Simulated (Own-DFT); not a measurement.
## Calculated data, HfO2 (monoclinic hafnia, atoms displaced)

A calculation, not a measurement: plane-wave density functional theory by an unreviewed code, no spin, of a simulated periodic cell, stress positive in tension, run twice, with PBE and with PBEsol, both on files made for PBE, so the change isn't that of files made for PBEsol, hafnium file: forces about 75 meV/angstrom off all-electron values; oxygen file: force components 24 meV/angstrom off all-electron in one glass; forces on such cells passed a denser k mesh, this cell's mesh not checked; the far tail of each file's local potential was reset to the Coulomb form; each entry is a single point on an unrelaxed cell, so the pressure reflects the starting lattice, mostly measured values (interpolated for alloys), from which strain is counted, and rises with the displacements; printed positions are rounded, which can move forces by about a meV/angstrom; the program, named Own-DFT, is a retired in-house code; no spin-orbit coupling; stress was not checked against mesh or cutoff. Program: Own-DFT development build.

Common to all runs: functional PBE, then PBEsol; potential files PseudoDojo norm-conserving, scalar-relativistic, standard set; wave cutoff 72 hartree; occupations Fermi-Dirac; smearing width 0.1 eV; k mesh 2 x 2 x 2 centred on Gamma.

(1) 
```cif
# cell vector a (Å): 10.2340 0.0000 0.0000
# cell vector b (Å): 0.0000 10.3500 0.0000
# cell vector c (Å): -1.6955 0.0000 10.4453
data_HfO2
_symmetry_space_group_name_H-M 'P 1'
_symmetry_Int_Tables_number 1
_cell_length_a 10.2340
_cell_length_b 10.3500
_cell_length_c 10.5820
_cell_angle_alpha 90.000
_cell_angle_beta 99.220
_cell_angle_gamma 90.000
_cell_volume 1106.39
loop_
_atom_site_label
_atom_site_type_symbol
_atom_site_fract_x
_atom_site_fract_y
_atom_site_fract_z
_atom_site_occupancy
Hf1 Hf 0.14096 0.02300 0.10287 1
Hf2 Hf 0.36197 0.27021 0.14741 1
Hf3 Hf 0.36271 0.47907 0.39901 1
Hf4 Hf 0.13624 0.23336 0.35452 1
O1 O 0.03649 0.16483 0.17499 1
O2 O 0.46084 0.41309 0.07412 1
O3 O 0.46216 0.33471 0.32574 1
O4 O 0.03798 0.08596 0.42226 1
O5 O 0.22327 0.37939 0.24123 1
O6 O 0.27521 0.13129 0.01048 1
O7 O 0.27560 0.11888 0.25809 1
O8 O 0.22600 0.37462 0.49096 1
Hf5 Hf 0.13456 0.01750 0.60206 1
Hf6 Hf 0.36341 0.26748 0.64694 1
Hf7 Hf 0.36022 0.47990 0.89582 1
Hf8 Hf 0.13909 0.22761 0.85449 1
O9 O 0.03703 0.16697 0.67342 1
O10 O 0.46320 0.41747 0.57674 1
O11 O 0.46705 0.33334 0.82938 1
O12 O 0.03767 0.08281 0.92239 1
O13 O 0.22728 0.37958 0.74085 1
O14 O 0.27622 0.12669 0.51133 1
O15 O 0.27655 0.12377 0.75921 1
O16 O 0.22654 0.37002 0.99115 1
Hf9 Hf 0.13816 0.51865 0.10691 1
Hf10 Hf 0.36139 0.77331 0.14549 1
Hf11 Hf 0.36442 0.97986 0.39585 1
Hf12 Hf 0.14020 0.73019 0.35515 1
O17 O 0.03613 0.66652 0.17368 1
O18 O 0.46404 0.92015 0.07364 1
O19 O 0.46240 0.83065 0.32663 1
O20 O 0.04029 0.58534 0.42351 1
O21 O 0.22415 0.88478 0.23953 1
O22 O 0.27638 0.62656 0.01157 1
O23 O 0.27322 0.62295 0.25929 1
O24 O 0.22486 0.87120 0.48709 1
Hf13 Hf 0.13597 0.52083 0.60250 1
Hf14 Hf 0.35787 0.76874 0.64649 1
Hf15 Hf 0.36395 0.98087 0.89544 1
Hf16 Hf 0.13629 0.72951 0.85450 1
O25 O 0.03805 0.66554 0.67310 1
O26 O 0.46342 0.91255 0.57878 1
O27 O 0.46480 0.83155 0.82492 1
O28 O 0.03476 0.58375 0.92235 1
O29 O 0.22360 0.87933 0.73795 1
O30 O 0.27560 0.62490 0.51102 1
O31 O 0.27395 0.61936 0.76106 1
O32 O 0.22683 0.87126 0.98993 1
Hf17 Hf 0.64037 0.01936 0.10410 1
Hf18 Hf 0.86269 0.26961 0.14861 1
Hf19 Hf 0.86324 0.48101 0.39705 1
Hf20 Hf 0.64371 0.22986 0.35230 1
O33 O 0.53560 0.16837 0.17156 1
O34 O 0.96468 0.41739 0.07751 1
O35 O 0.96064 0.33083 0.32678 1
O36 O 0.53706 0.08431 0.42455 1
O37 O 0.72413 0.37752 0.24020 1
O38 O 0.77707 0.12879 0.00813 1
O39 O 0.77448 0.11913 0.26063 1
O40 O 0.72651 0.37358 0.48882 1
Hf21 Hf 0.63689 0.02072 0.60025 1
Hf22 Hf 0.86268 0.27178 0.64439 1
Hf23 Hf 0.86203 0.48154 0.89840 1
Hf24 Hf 0.63765 0.23035 0.85230 1
O41 O 0.53362 0.16284 0.67037 1
O42 O 0.96188 0.41738 0.57382 1
O43 O 0.96195 0.33242 0.82716 1
O44 O 0.53684 0.08284 0.92790 1
O45 O 0.72747 0.37875 0.73857 1
O46 O 0.77623 0.12990 0.50788 1
O47 O 0.77654 0.12065 0.75825 1
O48 O 0.72295 0.37333 0.99028 1
Hf25 Hf 0.63793 0.52112 0.10347 1
Hf26 Hf 0.86568 0.76858 0.14332 1
Hf27 Hf 0.86195 0.98022 0.39643 1
Hf28 Hf 0.64043 0.72689 0.35183 1
O49 O 0.53261 0.66753 0.17104 1
O50 O 0.96203 0.91222 0.07434 1
O51 O 0.96411 0.83142 0.32626 1
O52 O 0.53511 0.57700 0.42290 1
O53 O 0.72703 0.87870 0.23886 1
O54 O 0.77444 0.62225 0.01007 1
O55 O 0.77603 0.62351 0.26050 1
O56 O 0.72385 0.87205 0.48996 1
Hf29 Hf 0.63521 0.52172 0.60106 1
Hf30 Hf 0.86430 0.76940 0.64888 1
Hf31 Hf 0.86394 0.98125 0.89551 1
Hf32 Hf 0.63598 0.73246 0.85230 1
O57 O 0.53625 0.66914 0.67093 1
O58 O 0.96412 0.91564 0.57680 1
O59 O 0.96341 0.83240 0.82716 1
O60 O 0.53430 0.58505 0.92059 1
O61 O 0.72287 0.87919 0.73971 1
O62 O 0.77873 0.62600 0.51102 1
O63 O 0.77773 0.62121 0.76136 1
O64 O 0.72651 0.87217 0.99340 1
_calc_PBE_pressure 4.02  # GPa
_calc_PBE_stress_xx -4.26  # GPa
_calc_PBE_stress_yy -3.71  # GPa
_calc_PBE_stress_zz -4.09  # GPa
_calc_PBE_stress_yz 0.14  # GPa
_calc_PBE_stress_xz -0.01  # GPa
_calc_PBE_stress_xy -0.03  # GPa
_calc_PBEsol_pressure -2.44  # GPa
_calc_PBEsol_stress_xx 2.23  # GPa
_calc_PBEsol_stress_yy 2.69  # GPa
_calc_PBEsol_stress_zz 2.39  # GPa
_calc_PBEsol_stress_yz 0.14  # GPa
_calc_PBEsol_stress_xz 0.33  # GPa
_calc_PBEsol_stress_xy -0.04  # GPa
_calc_rms_change_of_force_components_from_PBE_to_PBEsol 0.038  # eV/angstrom
```

Force:
| force element | PBE force x (eV/Å) | PBE force y (eV/Å) | PBE force z (eV/Å) | PBEsol force x (eV/Å) | PBEsol force y (eV/Å) | PBEsol force z (eV/Å) |
| --- | --- | --- | --- | --- | --- | --- |
| Hf | -0.41 | -0.431 | 0.409 | -0.378 | -0.37 | 0.387 |
| Hf | 0.202 | 0.172 | -0.037 | 0.199 | 0.217 | -0.018 |
| Hf | -0.311 | -0.109 | -0.802 | -0.304 | -0.157 | -0.747 |
| Hf | 0.852 | -0.571 | 0.137 | 0.828 | -0.607 | 0.101 |
| O | -0.407 | 0.227 | -0.274 | -0.387 | 0.244 | -0.217 |
| O | 1.052 | 0.716 | 0.35 | 1.01 | 0.712 | 0.291 |
| O | 0.705 | -0.425 | 0.342 | 0.671 | -0.424 | 0.281 |
| O | -0.809 | -0.525 | 0.015 | -0.782 | -0.526 | 0.065 |
| O | -0.278 | -0.047 | -0.019 | -0.214 | -0.05 | -0.022 |
| O | 0.144 | -0.466 | -0.234 | 0.07 | -0.463 | -0.225 |
| O | 0.031 | 0.526 | 0.37 | -0.033 | 0.512 | 0.35 |
| O | -0.509 | -0.78 | -0.136 | -0.433 | -0.748 | -0.138 |
| Hf | 0.734 | 0.829 | 0.203 | 0.72 | 0.857 | 0.171 |
| Hf | -0.397 | 0.471 | -0.127 | -0.397 | 0.495 | -0.094 |
| Hf | 0.198 | -0.245 | 0.111 | 0.183 | -0.287 | 0.137 |
| Hf | -0.119 | 0.902 | -0.194 | -0.108 | 0.83 | -0.213 |
| O | -0.179 | -0.13 | -0.286 | -0.167 | -0.115 | -0.227 |
| O | 0.289 | -0.3 | 0.484 | 0.275 | -0.269 | 0.409 |
| O | 0.078 | -0.196 | -0.36 | 0.074 | -0.213 | -0.398 |
| O | -0.303 | -0.203 | -0.06 | -0.288 | -0.209 | -0.009 |
| O | -0.32 | -0.123 | -0.191 | -0.243 | -0.124 | -0.18 |
| O | 0.063 | 0.308 | -0.144 | 0.005 | 0.294 | -0.134 |
| O | 0.062 | -0.461 | 0.372 | 0.001 | -0.435 | 0.368 |
| O | -0.688 | 0.011 | -0.193 | -0.602 | 0.014 | -0.187 |
| Hf | 0.411 | 0.321 | -0.425 | 0.41 | 0.359 | -0.436 |
| Hf | -0.142 | -0.289 | -0.114 | -0.141 | -0.242 | -0.084 |
| Hf | -0.367 | 0.039 | 0.048 | -0.371 | -0.01 | 0.07 |
| Hf | 0 | 0.207 | -0.43 | 0.002 | 0.15 | -0.443 |
| O | 0.048 | -0.23 | -0.213 | 0.051 | -0.209 | -0.16 |
| O | 0.01 | -0.479 | 0.646 | 0 | -0.447 | 0.571 |
| O | 0.5 | 0.023 | 0.179 | 0.475 | 0.014 | 0.116 |
| O | -0.941 | -0.513 | -0.242 | -0.906 | -0.512 | -0.179 |
| O | 0.008 | -0.643 | -0.121 | 0.079 | -0.627 | -0.122 |
| O | -0.139 | 0.353 | -0.004 | -0.195 | 0.336 | -0.005 |
| O | 0.31 | -0.105 | 0.304 | 0.23 | -0.095 | 0.296 |
| O | -0.221 | -0.165 | 0.271 | -0.157 | -0.16 | 0.263 |
| Hf | 0.687 | -0.524 | 0.606 | 0.685 | -0.459 | 0.558 |
| Hf | 0.564 | 0.002 | -0.279 | 0.554 | 0.053 | -0.248 |
| Hf | 0.07 | -0.095 | -0.16 | 0.073 | -0.14 | -0.113 |
| Hf | 0.504 | -0.335 | 0.393 | 0.492 | -0.38 | 0.353 |
| O | -0.601 | 0.474 | -0.057 | -0.582 | 0.478 | -0.004 |
| O | 0.355 | 0.457 | -0.271 | 0.337 | 0.462 | -0.314 |
| O | -0.487 | 0.569 | 0.357 | -0.476 | 0.535 | 0.295 |
| O | 0.094 | 0.097 | 0.115 | 0.095 | 0.085 | 0.157 |
| O | -0.165 | -0.039 | 0.171 | -0.097 | -0.049 | 0.157 |
| O | 0.215 | 0.704 | 0.218 | 0.143 | 0.678 | 0.215 |
| O | 0.071 | 0.466 | -0.094 | 0.007 | 0.462 | -0.093 |
| O | -0.255 | 0.003 | -0.269 | -0.183 | 0.01 | -0.258 |
| Hf | -0.232 | 0.207 | -0.004 | -0.223 | 0.244 | -0.039 |
| Hf | 0.028 | 0.148 | -1.088 | 0.026 | 0.194 | -1.029 |
| Hf | -0.123 | 0.168 | -0.311 | -0.137 | 0.113 | -0.26 |
| Hf | -1.348 | 0.337 | 0.078 | -1.297 | 0.285 | 0.049 |
| O | 0.306 | -0.285 | 0.224 | 0.306 | -0.262 | 0.269 |
| O | -0.09 | -0.389 | 0.462 | -0.095 | -0.359 | 0.403 |
| O | 0.351 | 0.208 | 0.384 | 0.34 | 0.183 | 0.319 |
| O | -0.136 | 0.074 | -0.533 | -0.124 | 0.046 | -0.461 |
| O | -0.014 | 0.343 | -0.107 | 0.049 | 0.317 | -0.099 |
| O | 0.105 | 0.186 | 0.346 | 0.038 | 0.167 | 0.338 |
| O | 0.391 | 0.193 | -0.143 | 0.316 | 0.201 | -0.132 |
| O | -0.311 | -0.395 | -0.224 | -0.232 | -0.379 | -0.222 |
| Hf | 0.055 | -0.514 | 0.705 | 0.052 | -0.458 | 0.659 |
| Hf | -0.139 | -0.109 | 0.591 | -0.144 | -0.056 | 0.609 |
| Hf | -0.088 | -0.559 | -0.696 | -0.095 | -0.581 | -0.652 |
| Hf | 0.256 | -0.02 | 0.314 | 0.25 | -0.054 | 0.285 |
| O | -0.003 | 0.357 | 0.44 | 0.001 | 0.366 | 0.472 |
| O | 0.679 | 0.092 | 0.299 | 0.65 | 0.11 | 0.233 |
| O | 0.621 | -0.137 | 0.124 | 0.596 | -0.15 | 0.065 |
| O | 0.052 | 0.385 | -0.939 | 0.054 | 0.352 | -0.863 |
| O | -0.572 | 0.053 | -0.157 | -0.491 | 0.04 | -0.153 |
| O | 0.21 | 0.03 | 0.058 | 0.142 | 0.024 | 0.046 |
| O | -0.055 | 0.033 | -0.088 | -0.114 | 0.039 | -0.082 |
| O | -0.035 | -0.515 | -0.017 | 0.025 | -0.489 | -0.016 |
| Hf | -0.696 | -0.406 | -0.381 | -0.662 | -0.353 | -0.411 |
| Hf | -0.553 | 0.155 | 0.325 | -0.538 | 0.208 | 0.351 |
| Hf | 0.293 | -0.607 | -0.371 | 0.273 | -0.637 | -0.338 |
| Hf | -0.57 | 0.463 | 0.283 | -0.543 | 0.411 | 0.241 |
| O | 0.387 | -0.187 | 0.123 | 0.388 | -0.166 | 0.173 |
| O | 1.2 | 0.881 | 0.074 | 1.148 | 0.868 | 0.021 |
| O | 0.066 | 0.32 | 0.312 | 0.058 | 0.295 | 0.251 |
| O | 0.764 | 1.098 | -0.508 | 0.749 | 1.049 | -0.429 |
| O | -0.352 | -0.165 | 0.305 | -0.281 | -0.163 | 0.298 |
| O | 0.166 | 0.952 | 0.325 | 0.104 | 0.909 | 0.32 |
| O | -0.052 | -0.532 | 0.004 | -0.122 | -0.511 | 0.01 |
| O | 0.082 | -0.386 | -0.307 | 0.143 | -0.363 | -0.302 |
| Hf | 0.315 | -0.254 | 0.922 | 0.304 | -0.205 | 0.862 |
| Hf | -0.712 | -0.137 | -0.35 | -0.699 | -0.092 | -0.307 |
| Hf | -0.615 | -0.129 | -0.023 | -0.608 | -0.173 | 0.01 |
| Hf | 0.412 | -0.465 | 0.155 | 0.394 | -0.497 | 0.112 |
| O | -0.117 | -0.179 | -0.129 | -0.108 | -0.161 | -0.07 |
| O | 0.031 | 0.005 | 0.009 | 0.03 | 0.025 | -0.04 |
| O | 0.286 | 0.043 | 0.019 | 0.274 | 0.022 | -0.037 |
| O | -0.088 | -0.114 | 0.21 | -0.078 | -0.126 | 0.258 |
| O | 0.215 | 0.007 | 0.002 | 0.271 | -0.006 | 0.002 |
| O | -0.149 | 0.5 | -0.162 | -0.206 | 0.472 | -0.165 |
| O | -0.117 | 0.228 | -0.157 | -0.168 | 0.232 | -0.151 |
| O | -0.312 | -0.426 | -0.766 | -0.243 | -0.403 | -0.743 |

(2) 
```cif
# cell vector a (Å): 10.2340 0.0000 0.0000
# cell vector b (Å): 0.0000 10.3500 0.0000
# cell vector c (Å): -1.6955 0.0000 10.4453
data_HfO2
_symmetry_space_group_name_H-M 'P 1'
_symmetry_Int_Tables_number 1
_cell_length_a 10.2340
_cell_length_b 10.3500
_cell_length_c 10.5820
_cell_angle_alpha 90.000
_cell_angle_beta 99.220
_cell_angle_gamma 90.000
_cell_volume 1106.39
loop_
_atom_site_label
_atom_site_type_symbol
_atom_site_fract_x
_atom_site_fract_y
_atom_site_fract_z
_atom_site_occupancy
Hf1 Hf 0.13943 0.01839 0.10117 1
Hf2 Hf 0.35855 0.26787 0.14333 1
Hf3 Hf 0.36099 0.48013 0.39878 1
Hf4 Hf 0.13489 0.22625 0.35457 1
O1 O 0.03673 0.16793 0.17658 1
O2 O 0.46820 0.41801 0.07693 1
O3 O 0.46405 0.33437 0.32955 1
O4 O 0.03752 0.08520 0.42367 1
O5 O 0.22880 0.38215 0.24183 1
O6 O 0.27929 0.13092 0.00895 1
O7 O 0.27445 0.11712 0.26231 1
O8 O 0.22881 0.37076 0.48727 1
Hf5 Hf 0.13869 0.01784 0.60369 1
Hf6 Hf 0.35896 0.27034 0.64371 1
Hf7 Hf 0.36502 0.47672 0.89416 1
Hf8 Hf 0.13830 0.23156 0.85651 1
O9 O 0.04005 0.16269 0.67247 1
O10 O 0.46319 0.41786 0.57763 1
O11 O 0.46409 0.33288 0.82709 1
O12 O 0.03664 0.08422 0.92364 1
O13 O 0.22405 0.37997 0.74016 1
O14 O 0.27620 0.12740 0.50680 1
O15 O 0.27462 0.12355 0.75904 1
O16 O 0.22178 0.36953 0.99014 1
Hf9 Hf 0.14052 0.51967 0.10466 1
Hf10 Hf 0.35982 0.77153 0.14707 1
Hf11 Hf 0.36214 0.98033 0.39607 1
Hf12 Hf 0.13936 0.73003 0.35657 1
O17 O 0.03935 0.66565 0.17242 1
O18 O 0.46378 0.91729 0.07642 1
O19 O 0.46201 0.83335 0.32583 1
O20 O 0.03514 0.58350 0.42297 1
O21 O 0.22290 0.88038 0.23612 1
O22 O 0.27632 0.63225 0.00745 1
O23 O 0.27486 0.62064 0.26042 1
O24 O 0.22525 0.87086 0.49113 1
Hf13 Hf 0.13617 0.51745 0.60466 1
Hf14 Hf 0.36267 0.76929 0.64958 1
Hf15 Hf 0.36139 0.97976 0.89614 1
Hf16 Hf 0.13955 0.73064 0.85369 1
O25 O 0.03929 0.66565 0.67263 1
O26 O 0.46221 0.91465 0.57512 1
O27 O 0.46295 0.83450 0.82602 1
O28 O 0.03971 0.58385 0.92682 1
O29 O 0.22704 0.87957 0.73849 1
O30 O 0.27770 0.63469 0.50881 1
O31 O 0.27774 0.62077 0.76011 1
O32 O 0.22323 0.87340 0.99048 1
Hf17 Hf 0.64110 0.01772 0.10490 1
Hf18 Hf 0.86259 0.26816 0.14597 1
Hf19 Hf 0.86236 0.48236 0.39469 1
Hf20 Hf 0.63840 0.23055 0.35583 1
O33 O 0.53831 0.16714 0.17406 1
O34 O 0.96099 0.41668 0.07317 1
O35 O 0.96066 0.33479 0.32514 1
O36 O 0.54037 0.08409 0.42321 1
O37 O 0.72528 0.37640 0.24179 1
O38 O 0.77663 0.12861 0.00991 1
O39 O 0.77292 0.11965 0.25924 1
O40 O 0.72812 0.37271 0.49240 1
Hf21 Hf 0.63705 0.01945 0.60311 1
Hf22 Hf 0.86070 0.27271 0.64377 1
Hf23 Hf 0.86153 0.48017 0.89439 1
Hf24 Hf 0.63694 0.22946 0.85212 1
O41 O 0.53695 0.17043 0.67447 1
O42 O 0.96366 0.41386 0.57827 1
O43 O 0.96441 0.33917 0.82523 1
O44 O 0.54048 0.08281 0.92324 1
O45 O 0.72379 0.37845 0.74302 1
O46 O 0.77627 0.12751 0.50913 1
O47 O 0.77174 0.12104 0.75955 1
O48 O 0.72429 0.37326 0.98799 1
Hf25 Hf 0.63239 0.51805 0.10479 1
Hf26 Hf 0.86225 0.76889 0.14435 1
Hf27 Hf 0.86198 0.98160 0.39754 1
Hf28 Hf 0.63772 0.73100 0.35223 1
O49 O 0.53780 0.66859 0.17370 1
O50 O 0.96174 0.91799 0.07766 1
O51 O 0.96190 0.83361 0.32861 1
O52 O 0.53245 0.58460 0.42415 1
O53 O 0.72434 0.88078 0.23940 1
O54 O 0.77404 0.62729 0.01110 1
O55 O 0.77443 0.61915 0.25672 1
O56 O 0.72022 0.87021 0.49137 1
Hf29 Hf 0.63882 0.51809 0.60728 1
Hf30 Hf 0.85690 0.76413 0.64369 1
Hf31 Hf 0.85894 0.98027 0.89556 1
Hf32 Hf 0.63762 0.73384 0.85593 1
O57 O 0.53626 0.66536 0.67252 1
O58 O 0.96256 0.91876 0.57666 1
O59 O 0.96196 0.83449 0.82736 1
O60 O 0.53589 0.58590 0.92207 1
O61 O 0.72355 0.87992 0.73757 1
O62 O 0.77657 0.62919 0.51177 1
O63 O 0.77400 0.62109 0.76060 1
O64 O 0.72495 0.86959 0.98707 1
_calc_PBE_pressure 3.79  # GPa
_calc_PBE_stress_xx -3.36  # GPa
_calc_PBE_stress_yy -3.82  # GPa
_calc_PBE_stress_zz -4.19  # GPa
_calc_PBE_stress_yz -0.13  # GPa
_calc_PBE_stress_xz -0.29  # GPa
_calc_PBE_stress_xy -0.05  # GPa
_calc_PBEsol_pressure -2.67  # GPa
_calc_PBEsol_stress_xx 3.1  # GPa
_calc_PBEsol_stress_yy 2.6  # GPa
_calc_PBEsol_stress_zz 2.3  # GPa
_calc_PBEsol_stress_yz -0.11  # GPa
_calc_PBEsol_stress_xz 0.08  # GPa
_calc_PBEsol_stress_xy -0.06  # GPa
_calc_rms_change_of_force_components_from_PBE_to_PBEsol 0.037  # eV/angstrom
```

Force:
| force element | PBE force x (eV/Å) | PBE force y (eV/Å) | PBE force z (eV/Å) | PBEsol force x (eV/Å) | PBEsol force y (eV/Å) | PBEsol force z (eV/Å) |
| --- | --- | --- | --- | --- | --- | --- |
| Hf | -0.763 | 0.331 | 0.472 | -0.737 | 0.351 | 0.437 |
| Hf | 1 | 0.556 | 1.325 | 0.966 | 0.584 | 1.316 |
| Hf | 0.539 | 0.161 | -0.722 | 0.524 | 0.105 | -0.684 |
| Hf | 0.538 | 0.806 | -0.221 | 0.525 | 0.722 | -0.244 |
| O | 0.167 | -0.416 | -0.618 | 0.164 | -0.383 | -0.542 |
| O | -1.549 | -1.034 | -0.093 | -1.507 | -0.986 | -0.147 |
| O | 0.342 | -0.368 | -0.212 | 0.327 | -0.373 | -0.25 |
| O | -0.766 | -0.53 | -0.091 | -0.734 | -0.527 | -0.044 |
| O | -0.366 | -0.61 | -0.53 | -0.285 | -0.592 | -0.525 |
| O | -0.237 | -0.332 | 0.088 | -0.293 | -0.325 | 0.091 |
| O | 0.199 | 0.702 | -0.727 | 0.13 | 0.686 | -0.707 |
| O | -0.998 | -0.14 | 0.528 | -0.902 | -0.132 | 0.522 |
| Hf | -0.13 | 0.167 | 0.122 | -0.129 | 0.214 | 0.095 |
| Hf | 0.445 | -0.259 | 0.097 | 0.429 | -0.207 | 0.121 |
| Hf | -0.198 | 0.892 | 0.153 | -0.186 | 0.83 | 0.167 |
| Hf | -0.455 | -0.484 | -0.941 | -0.431 | -0.521 | -0.944 |
| O | -1.129 | 1.01 | 0.132 | -1.082 | 0.994 | 0.171 |
| O | 0.268 | -0.153 | 0.569 | 0.253 | -0.135 | 0.504 |
| O | -0.111 | 0.011 | -0.034 | -0.119 | 0.005 | -0.082 |
| O | -0.197 | 0.101 | -0.105 | -0.175 | 0.084 | -0.049 |
| O | -0.053 | -0.139 | -0.134 | 0.012 | -0.141 | -0.134 |
| O | 0.096 | 0.244 | 0.55 | 0.03 | 0.233 | 0.531 |
| O | 0.415 | -0.249 | 0.392 | 0.342 | -0.234 | 0.384 |
| O | 0.534 | 0.272 | 0.104 | 0.58 | 0.261 | 0.098 |
| Hf | -0.491 | 0.232 | -0.061 | -0.478 | 0.284 | -0.088 |
| Hf | 0.392 | -0.32 | -0.221 | 0.375 | -0.261 | -0.19 |
| Hf | 0.228 | -0.27 | 0.1 | 0.209 | -0.308 | 0.125 |
| Hf | -0.169 | 0.035 | -0.396 | -0.154 | -0.019 | -0.408 |
| O | -0.746 | 0.478 | 0.122 | -0.719 | 0.476 | 0.166 |
| O | 0.067 | -0.075 | 0.07 | 0.054 | -0.058 | 0.016 |
| O | 0.339 | 0.025 | 0.158 | 0.323 | 0.008 | 0.103 |
| O | 0.087 | -0.064 | 0.079 | 0.088 | -0.077 | 0.126 |
| O | -0.158 | -0.364 | 0.495 | -0.084 | -0.36 | 0.474 |
| O | 0.203 | -0.254 | 0.408 | 0.126 | -0.245 | 0.401 |
| O | 0.227 | 0.334 | 0 | 0.155 | 0.332 | 0.002 |
| O | -0.226 | 0.176 | -0.454 | -0.158 | 0.177 | -0.444 |
| Hf | 0.479 | 0.634 | -0.157 | 0.462 | 0.67 | -0.17 |
| Hf | 0.222 | -0.132 | -0.954 | 0.209 | -0.084 | -0.913 |
| Hf | 0.621 | 0.424 | -0.154 | 0.602 | 0.366 | -0.122 |
| Hf | -0.608 | -0.367 | 0.117 | -0.587 | -0.415 | 0.097 |
| O | -0.681 | 0.218 | -0.088 | -0.653 | 0.215 | -0.038 |
| O | 0.562 | 0.428 | 0.319 | 0.542 | 0.436 | 0.261 |
| O | 0.38 | 0.064 | 0.504 | 0.363 | 0.043 | 0.444 |
| O | -0.376 | 0.211 | -0.746 | -0.351 | 0.189 | -0.677 |
| O | -0.435 | -0.006 | 0.463 | -0.358 | -0.013 | 0.451 |
| O | -0.485 | -0.805 | 0.228 | -0.532 | -0.787 | 0.217 |
| O | -0.03 | -0.178 | 0.071 | -0.089 | -0.163 | 0.072 |
| O | 0.027 | 0.026 | -0.346 | 0.088 | 0.039 | -0.33 |
| Hf | -0.598 | 0.93 | -0.058 | -0.575 | 0.96 | -0.076 |
| Hf | -0.374 | 0.77 | -0.334 | -0.367 | 0.801 | -0.293 |
| Hf | -0.286 | -0.448 | -0.393 | -0.284 | -0.49 | -0.363 |
| Hf | -0.139 | 0.297 | -0.599 | -0.131 | 0.239 | -0.619 |
| O | -0.639 | 0.046 | -0.362 | -0.613 | 0.058 | -0.301 |
| O | 0.667 | -0.116 | 0.622 | 0.639 | -0.098 | 0.552 |
| O | 0.732 | -0.169 | 0.521 | 0.699 | -0.182 | 0.459 |
| O | -0.975 | -0.554 | -0.054 | -0.94 | -0.554 | 0.001 |
| O | -0.27 | 0.309 | -0.267 | -0.201 | 0.294 | -0.258 |
| O | 0.182 | -0.094 | 0.141 | 0.116 | -0.107 | 0.141 |
| O | 0.525 | 0.057 | 0.218 | 0.448 | 0.059 | 0.21 |
| O | -0.397 | -0.103 | -0.097 | -0.32 | -0.098 | -0.085 |
| Hf | -0.192 | 0.24 | 0.209 | -0.175 | 0.274 | 0.174 |
| Hf | 0.276 | -1.009 | 0.646 | 0.26 | -0.923 | 0.646 |
| Hf | -0.116 | 0.19 | 0.904 | -0.123 | 0.125 | 0.915 |
| Hf | 0.263 | 0.07 | 0.724 | 0.262 | 0.017 | 0.673 |
| O | -0.457 | -0.326 | -0.794 | -0.437 | -0.299 | -0.715 |
| O | 0.727 | 0.571 | -0.197 | 0.699 | 0.571 | -0.231 |
| O | 0.612 | -0.794 | -0.283 | 0.583 | -0.786 | -0.319 |
| O | -0.867 | -0.465 | -0.187 | -0.837 | -0.465 | -0.134 |
| O | 0.095 | 0.122 | -0.681 | 0.156 | 0.118 | -0.67 |
| O | 0.193 | 0.393 | 0.366 | 0.126 | 0.377 | 0.353 |
| O | 0.566 | -0.015 | -0.019 | 0.478 | -0.014 | -0.014 |
| O | -0.293 | -0.359 | 0.062 | -0.221 | -0.342 | 0.052 |
| Hf | 1.699 | 0.477 | -0.045 | 1.662 | 0.514 | -0.076 |
| Hf | 0.348 | -0.339 | 0.256 | 0.333 | -0.288 | 0.272 |
| Hf | 0.004 | -0.382 | -0.117 | 0.001 | -0.418 | -0.085 |
| Hf | -0.509 | -0.477 | 0.256 | -0.504 | -0.51 | 0.219 |
| O | -0.603 | 0.197 | -0.224 | -0.577 | 0.204 | -0.161 |
| O | 0.395 | 0.13 | 0.117 | 0.379 | 0.135 | 0.06 |
| O | 0.414 | -0.298 | -0.041 | 0.395 | -0.301 | -0.089 |
| O | 0.801 | 0.339 | -0.029 | 0.786 | 0.314 | 0.021 |
| O | -0.023 | -0.546 | 0.045 | 0.034 | -0.535 | 0.037 |
| O | 0.197 | 0.452 | -0.084 | 0.134 | 0.445 | -0.08 |
| O | 0.136 | 0.225 | 0.708 | 0.071 | 0.225 | 0.696 |
| O | 0.311 | -0.016 | -0.32 | 0.362 | -0.008 | -0.308 |
| Hf | -0.648 | 0.395 | -0.541 | -0.631 | 0.435 | -0.549 |
| Hf | 0.9 | 1.478 | 0.634 | 0.855 | 1.484 | 0.64 |
| Hf | 0.608 | 0.053 | -0.388 | 0.582 | 0.001 | -0.352 |
| Hf | 0.001 | -1.019 | -0.38 | 0.006 | -1.043 | -0.394 |
| O | -0.092 | 0.214 | 0.188 | -0.084 | 0.222 | 0.232 |
| O | -0.121 | -0.577 | 0.252 | -0.118 | -0.539 | 0.184 |
| O | 0.457 | -0.393 | -0.014 | 0.436 | -0.394 | -0.054 |
| O | -0.436 | -0.232 | -0.106 | -0.419 | -0.245 | -0.056 |
| O | -0.149 | -0.331 | 0.193 | -0.086 | -0.33 | 0.188 |
| O | -0.057 | -0.422 | -0.415 | -0.109 | -0.412 | -0.39 |
| O | 0.288 | 0.206 | -0.11 | 0.222 | 0.21 | -0.12 |
| O | -0.176 | 0.337 | 0.421 | -0.111 | 0.338 | 0.404 |
